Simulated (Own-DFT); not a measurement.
# How strain changes the stress of wurtzite GaN, 72 atoms (Ga36N36)

Calculated results; nothing here was measured. The program, named Own-DFT, is a retired in-house plane-wave density functional code that no person has reviewed. Each row is one single-point run on a periodic cell that was not relaxed, without spin or spin-orbit coupling.

Settings of every run: PBE; PseudoDojo norm-conserving scalar-relativistic files (stringent for Ga); cutoff 96 hartree; 4 x 4 x 3 k mesh centred on Gamma; Gaussian smearing of 0.01 eV.

Known limits: forces not confirmed at this smearing and k mesh; stress not checked against mesh or cutoff.

Unstrained cell vectors in Å: (9.567, 0.000, 0.000); (-4.783, 8.285, 0.000); (0.000, 0.000, 10.370). The unstrained cell has measured lattice constants (interpolated for alloys), not those of this functional. That, the random moves and any unrelaxed bonds set the pressure at no strain. Each run strains this cell uniformly, with the atoms carried along. Every atom was also moved at random, by a Gaussian of width 0.05 Å on each axis. Strain is the symmetric tensor, in per cent. Stress is positive in tension, and the pressure is minus a third of its trace.

| run | e_xx (%) | e_yy (%) | e_zz (%) | e_yz (%) | e_xz (%) | e_xy (%) | s_xx (GPa) | s_yy (GPa) | s_zz (GPa) | s_yz (GPa) | s_xz (GPa) | s_xy (GPa) | P (GPa) | E (meV/atom) |
|---|---|---|---|---|---|---|---|---|---|---|---|---|---|---|
| 1 | 0.18 | -1.31 | -0.89 | 1.39 | -0.72 | 1.31 | -8.25 | -15.67 | -11.70 | 3.14 | -2.37 | 3.71 | 11.87 | 43.5 |
| 2 | -0.32 | 2.00 | -1.75 | 0.11 | -1.36 | 1.19 | -8.17 | -0.67 | -13.71 | 0.07 | -3.83 | 3.92 | 7.52 | 19.2 |
| 3 | -0.99 | -1.50 | -1.07 | 0.33 | 1.80 | -0.67 | -14.05 | -15.80 | -14.39 | 0.98 | 4.27 | -3.27 | 14.75 | 39.8 |
| 4 | 1.63 | -1.57 | -1.76 | -0.78 | 0.69 | -1.44 | -4.32 | -13.71 | -15.66 | -1.65 | 1.24 | -5.39 | 11.23 | 51.2 |
| 5 | -0.53 | 0.60 | 1.05 | -1.31 | 0.82 | -1.99 | -6.91 | -3.92 | -3.13 | -1.76 | 1.09 | -4.37 | 4.65 | 13.6 |
| 6 | 1.90 | -0.97 | -0.97 | -0.40 | 0.48 | -0.60 | -2.22 | -9.22 | -9.52 | -0.62 | 1.13 | -2.03 | 6.99 | 11.3 |
| 7 | -1.43 | 0.77 | 1.47 | 1.41 | -0.46 | 0.37 | -11.51 | -4.05 | -1.80 | 2.68 | -1.33 | 0.94 | 5.79 | 14.3 |
| 8 | 1.60 | 0.81 | -0.50 | 1.19 | -0.50 | -0.84 | -0.29 | -3.80 | -6.88 | 2.53 | -1.59 | -1.95 | 3.65 | 15.7 |
| 9 | 0.39 | -0.84 | 0.89 | -1.07 | -0.33 | -1.72 | -7.67 | -9.79 | -3.74 | -2.99 | -1.20 | -5.97 | 7.07 | 35.8 |
| 10 | 0.83 | 1.70 | 0.01 | -1.79 | -1.75 | 1.21 | -1.51 | -0.16 | -6.33 | -3.46 | -3.38 | 2.36 | 2.67 | 18.5 |
| 11 | 0.33 | -0.21 | 0.30 | -0.34 | -1.36 | 1.96 | -5.09 | -6.61 | -7.06 | -0.42 | -2.62 | 6.06 | 6.25 | 13.8 |
| 12 | -1.75 | 0.10 | 0.86 | 1.13 | -0.13 | -0.26 | -12.35 | -6.69 | -7.05 | 1.83 | -0.76 | 0.55 | 8.69 | 19.4 |
| 13 | 1.98 | 1.80 | -0.02 | -0.38 | -0.09 | -0.20 | 3.01 | 0.59 | -3.78 | -0.07 | 0.47 | -0.64 | 0.06 | 0.0 |
| 14 | 0.60 | 0.53 | -1.99 | 0.67 | -0.47 | 0.86 | -4.39 | -5.68 | -17.57 | 2.06 | -0.75 | 1.22 | 9.21 | 29.3 |
| 15 | 0.50 | -1.46 | -0.90 | 0.75 | -1.28 | 0.31 | -6.78 | -13.73 | -13.49 | 0.98 | -3.28 | 0.23 | 11.33 | 31.4 |
| 16 | -0.62 | -1.10 | -0.48 | 0.83 | 0.08 | 0.94 | -11.21 | -14.12 | -9.56 | 1.18 | -0.43 | 2.92 | 11.63 | 27.9 |
| 17 | 0.03 | -0.61 | 1.33 | -1.71 | 1.10 | 0.98 | ? | ? | ? | ? | ? | ? | ? | ? |

E is the free energy for each atom above the lowest run shown.

## Worked fit

Each stress component was fitted by least squares to a constant and the strains of the runs shown, as fractions, with shears doubled. Shear strains stay in the fit of a normal stress only where such slopes are resolved. The slopes, in GPa:

| stress | at no strain | per e_xx | per e_yy | per e_zz | scatter |
|---|---|---|---|---|---|
| s_xx | -7.1 | 385 ± 22 | 128 ± 19 | 64 ± 24 | 0.89 |
| s_yy | -7.4 | 82 ± 27 | 416 ± 23 | 92 ± 29 | 1.08 |
| s_zz | -7.7 | 119 ± 28 | 67 ± 24 | 457 ± 31 | 1.14 |

Each shear stress against twice its own strain: yz 99 ± 6, xz 133 ± 10, xy 141 ± 16 GPa. These are stiffnesses along x, y and z of the frame in which the cell vectors are given, which need not be the crystal's axes. The atoms are held to the strained lattice; where symmetry lets them move under strain, relaxing them would lower some slopes. The table should be nearly symmetric about its diagonal, and what it lacks of that shows the noise. A ninth of its sum, 201 ± 5 GPa, estimates the bulk modulus near the mean pressure of these runs, 7.7 GPa, so it lies above the value at zero pressure.

## Withheld run

Question: what normal stresses and pressure should run 17 give?

The fit gives s_xx = -6.9, s_yy = -8.7, s_zz = -2.0 and P = 5.9 GPa. The calculation gave -9.53, -9.41, -0.34 and P = 6.43 GPa.
